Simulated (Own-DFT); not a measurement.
# Strain and stress in diamond-structure SiGeSn with randomly placed atoms, 64 atoms (Ge48Si8Sn8)

All numbers below are calculated, not measured. The program, named Own-DFT, is a retired in-house plane-wave density functional code that no person has reviewed. Each row is one single-point run on a periodic cell that was not relaxed, without spin or spin-orbit coupling.

Settings of every run: PBE; PseudoDojo norm-conserving scalar-relativistic files; cutoff 49 hartree; 3 x 3 x 3 k mesh centred on Gamma; Fermi-Dirac smearing of 0.1 eV.

Known limits: forces on such cells moved up to 12 meV/angstrom on a denser k mesh; stress not checked against mesh or cutoff.

Unstrained cell vectors in Å: (11.467, 0.000, 0.000); (0.000, 11.467, 0.000); (0.000, 0.000, 11.467). The unstrained cell has measured lattice constants (interpolated for alloys), not those of this functional. That, the random moves and any unrelaxed bonds set the pressure at no strain. Each run strains this cell uniformly, with the atoms carried along. Every atom was also moved at random, by a Gaussian of width 0.05 Å on each axis. The random placing of the alloy's atoms differs from row to row. Strain is the symmetric tensor, in per cent. Stress is positive in tension, and the pressure is minus a third of its trace.

| run | e_xx (%) | e_yy (%) | e_zz (%) | s_xx (GPa) | s_yy (GPa) | s_zz (GPa) | P (GPa) | E (meV/atom) |
|---|---|---|---|---|---|---|---|---|
| 1 | -1.25 | -1.25 | 0.00 | -7.11 | -7.30 | -6.29 | 6.90 | 38.4 |
| 2 | 1.75 | 1.75 | 0.00 | -2.31 | -2.11 | -3.23 | 2.55 | 12.8 |
| 3 | 0.25 | 0.25 | 0.00 | -4.48 | -4.46 | -4.40 | 4.45 | 10.2 |
| 4 | -3.00 | -3.00 | 0.00 | -11.05 | -11.20 | -9.52 | 10.59 | 110.1 |
| 5 | 0.50 | 0.50 | 0.00 | -3.97 | -4.11 | -4.44 | 4.17 | 13.2 |
| 6 | -2.25 | -2.25 | 0.00 | -9.31 | -9.26 | -8.16 | 8.91 | 70.6 |
| 7 | -1.50 | -1.50 | 0.00 | -7.73 | -8.02 | -6.88 | 7.54 | 58.0 |
| 8 | 2.75 | 2.75 | 0.00 | -0.69 | -0.73 | -2.31 | 1.25 | 0.0 |
| 9 | -0.75 | -0.75 | 0.00 | ? | ? | ? | ? | ? |

E is the free energy for each atom above the lowest run shown.

## Worked fit

The change of volume is close to e_xx + e_yy + e_zz. A straight line through the runs shown gives P = 5.27 - 80 x (fractional change of volume) GPa, with an error of 4 on the slope and a scatter of 0.40 GPa. The strain isn't the same on all axes, but the crystal is cubic, so the slope still estimates the bulk modulus, averaged over pressures from 1.2 to 10.6 GPa.

## Withheld run

Question: what pressure should run 9 give? Its volume changes by -1.49 %.

The line gives 6.5 GPa. The calculation gave 6.21 GPa.
